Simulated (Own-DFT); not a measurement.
# From a pressure shift to a lattice shift: C40 NbSi2, 36 atoms (Nb12Si24)

Everything here is calculated. The program is Own-DFT (plane waves, in-house, since retired, never reviewed by a person); positions were held fixed, and spin and spin-orbit coupling were off.

Limits: forces on such cells failed a check on a denser k mesh; stress not checked against mesh or cutoff.

Each geometry was run with PBE and with PBEsol, otherwise alike: PseudoDojo norm-conserving scalar-relativistic files made for PBE; cutoff 42 hartree; 4 x 4 x 5 k mesh centred on Gamma; cold (Marzari-Vanderbilt) smearing of 0.2 eV. Unstrained cell vectors in Å: (0.000, 8.324, 0.000); (-9.613, 0.000, 0.000); (0.000, 0.000, 6.586). Each has a uniform strain, of which the change of volume is shown, and random moves of rms u per axis.

| run | volume change (%) | u (Å) | P with PBE (GPa) | P with PBEsol (GPa) |
|---|---|---|---|---|
| 1 | -2.48 | 0.0509 | 7.39 | 3.62 |
| 2 | -0.25 | 0.0473 | 3.77 | 0.09 |
| 3 | -0.89 | 0.0454 | 3.78 | 0.09 |
| 4 | -2.91 | 0.0518 | 8.35 | 4.55 |
| 5 | 1.68 | 0.0509 | -0.13 | -3.71 |
| 6 | -1.51 | 0.0490 | 5.22 | 1.51 |
| 7 | 3.90 | 0.0448 | -3.86 | -7.34 |
| 8 | -0.18 | 0.0501 | 2.53 | -1.13 |
| 9 | -0.67 | 0.0501 | 4.14 | 0.45 |
| 10 | 1.12 | 0.0524 | 1.63 | -1.98 |
| 11 | 0.52 | 0.0547 | 1.71 | ? |

The question: by how much does PBEsol shrink this cell, and what belongs in the blank?

## Answer

Write v for the change of volume as a fraction. Fitted to v and u², the PBE pressure has a slope of -169 ± 8 GPa in v, with the ions held to the strained lattice. The difference PBEsol less PBE is -3.66 + 4.5 v GPa (slope ± 0.1) and averages -3.67 GPa. Divided by the mean slope of the two, 167 GPa, that makes PBEsol's volume at a given pressure, near 1 GPa, about 2.2 % smaller, or 0.73 % in lengths. At one volume PBEsol's slope is the smaller by 5 GPa, but its pressure there is lower too. If stiffness rises by about 4 GPa for each GPa, PBEsol at equal pressure is stiffer by about 10 GPa. Files made for PBEsol would give a different shift.

For run 11 the line gives -1.92 GPa. The calculation gave -1.92 GPa.
